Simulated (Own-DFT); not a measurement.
# Strain and stress in bcc Nb, 36 atoms (Nb36)

Calculated results; nothing here was measured. They come from Own-DFT, an in-house plane-wave density functional program, since retired, whose code no person has reviewed. Each row is one single-point run on a periodic cell that was not relaxed, without spin or spin-orbit coupling.

Settings of every run: PBE; PseudoDojo norm-conserving scalar-relativistic files; cutoff 42 hartree; 4 x 4 x 5 k mesh centred on Gamma; cold (Marzari-Vanderbilt) smearing of 0.2 eV.

Known limits: forces on such cells failed a check on a denser k mesh; stress not checked against mesh or cutoff.

Unstrained cell vectors in Å: (9.901, 0.000, 0.000); (0.000, 9.901, 0.000); (0.000, 0.000, 6.601). The unstrained cell has measured lattice constants (interpolated for alloys), not those of this functional. That, the random moves and any unrelaxed bonds set the pressure at no strain. Each run strains this cell uniformly, with the atoms carried along. Every atom was also moved at random, by a Gaussian of width 0.05 Å on each axis. Strain is the symmetric tensor, in per cent. Stress is positive in tension, and the pressure is minus a third of its trace.

```
run  e_xx (%)  e_yy (%)  e_zz (%)  e_yz (%)  e_xz (%)  e_xy (%)  s_xx (GPa)  s_yy (GPa)  s_zz (GPa)  s_yz (GPa)  s_xz (GPa)  s_xy (GPa)  P (GPa)  E (meV/atom)
  1     -1.61      0.65      0.36      1.60      0.62      0.24       -4.92       -2.43       -2.71        0.55        0.18        0.15     3.35           0.0
  2      0.70      1.87      0.98      1.53     -1.09     -0.25        2.90        4.18        3.48        0.49       -0.32       -0.24    -3.52           1.7
  3      1.95      1.90     -0.10      1.57      0.55      1.83        4.39        4.40        2.41        0.39        0.38        0.74    -3.73           7.0
  4      1.50      1.39      0.90     -0.52      1.29      0.42        3.89        3.86        3.53       -0.13        0.30        0.06    -3.76           6.1
  5      0.79     -1.10     -0.96     -0.34     -1.02      1.92       -3.24       -5.36       -5.37       -0.26       -0.44        0.51     4.66           6.1
  6     -1.82     -0.46      1.43      0.18     -1.13      0.48       -6.07       -4.85       -2.37       -0.18       -0.41        0.21     4.43          21.9
  7     -1.41      1.29      1.18     -1.69     -1.09     -0.31       -2.74        0.15        0.05       -0.65       -0.29       -0.12     0.85           8.3
  8     -1.46      1.55     -0.76      0.97     -0.63     -1.59       -5.24       -1.72       -4.85        0.41       -0.27       -0.40     3.94          14.6
  9      0.28     -0.61      1.25     -1.34      1.16      0.21       -1.38       -2.17        0.09       -0.36        0.41       -0.02     1.15          11.8
 10      0.11     -0.37     -1.86      1.51     -1.24     -1.60       -5.51       -5.93       -7.64        0.45       -0.52       -0.54     6.36          14.3
 11      1.66     -1.56     -1.91     -1.77      0.20      1.49       -3.21       -6.96       -7.54       -0.28       -0.11        0.48     5.90          14.4
 12     -0.87      0.72     -0.47      1.84     -1.37     -0.98       -4.46       -2.65       -3.76        0.65       -0.40       -0.42     3.62           7.3
 13     -0.22      0.57      0.39      0.47      1.83     -1.34       -1.63       -1.01       -1.05        0.01        0.49       -0.24     1.23           3.5
 14     -0.12     -1.41     -0.50      0.18      1.59     -1.59       -5.77       -7.41       -6.06       -0.09        0.57       -0.56     6.41          20.8
 15     -0.23     -1.41     -1.34     -1.75      1.66      0.03       -7.32       -8.75       -8.39       -0.55        0.57       -0.18     8.16          23.9
 16      1.99     -0.35     -1.31     -0.78      1.10      0.15        0.05       -2.51       -3.44       -0.14        0.21        0.04     1.97           8.0
 17     -1.30     -1.11      1.08      0.50      0.15      1.87       -6.09       -5.93       -3.36        0.18        0.13        0.44     5.13          16.9
 18     -0.92      0.65     -1.90     -0.96     -1.78     -1.53           ?           ?           ?           ?           ?           ?        ?             ?
```

E is the free energy for each atom above the lowest run shown.

## Worked fit

Each stress component was fitted by least squares to a constant and the strains of the runs shown, as fractions, with shears doubled. Shear strains stay in the fit of a normal stress only where such slopes are resolved. The slopes, in GPa:

| stress | at no strain | per e_xx | per e_yy | per e_zz | scatter |
|---|---|---|---|---|---|
| s_xx | -2.7 | 244 ± 5 | 140 ± 5 | 130 ± 6 | 0.22 |
| s_yy | -2.8 | 134 ± 5 | 256 ± 5 | 127 ± 6 | 0.22 |
| s_zz | -2.6 | 141 ± 4 | 139 ± 5 | 253 ± 6 | 0.21 |

Each shear stress against twice its own strain: yz 15 ± 2, xz 17 ± 1, xy 17 ± 2 GPa. These are stiffnesses along x, y and z of the frame in which the cell vectors are given, which need not be the crystal's axes. The atoms are held to the strained lattice; where symmetry lets them move under strain, relaxing them would lower some slopes. The table should be nearly symmetric about its diagonal, and what it lacks of that shows the noise. A ninth of its sum, 174 ± 2 GPa, estimates the bulk modulus near the mean pressure of these runs, 2.7 GPa, so it lies above the value at zero pressure.

## Withheld run

Question: what normal stresses and pressure should run 18 give?

The fit gives s_xx = -6.5, s_yy = -4.8, s_zz = -7.9 and P = 6.4 GPa. The calculation gave -6.74, -5.02, -8.13 and P = 6.63 GPa.
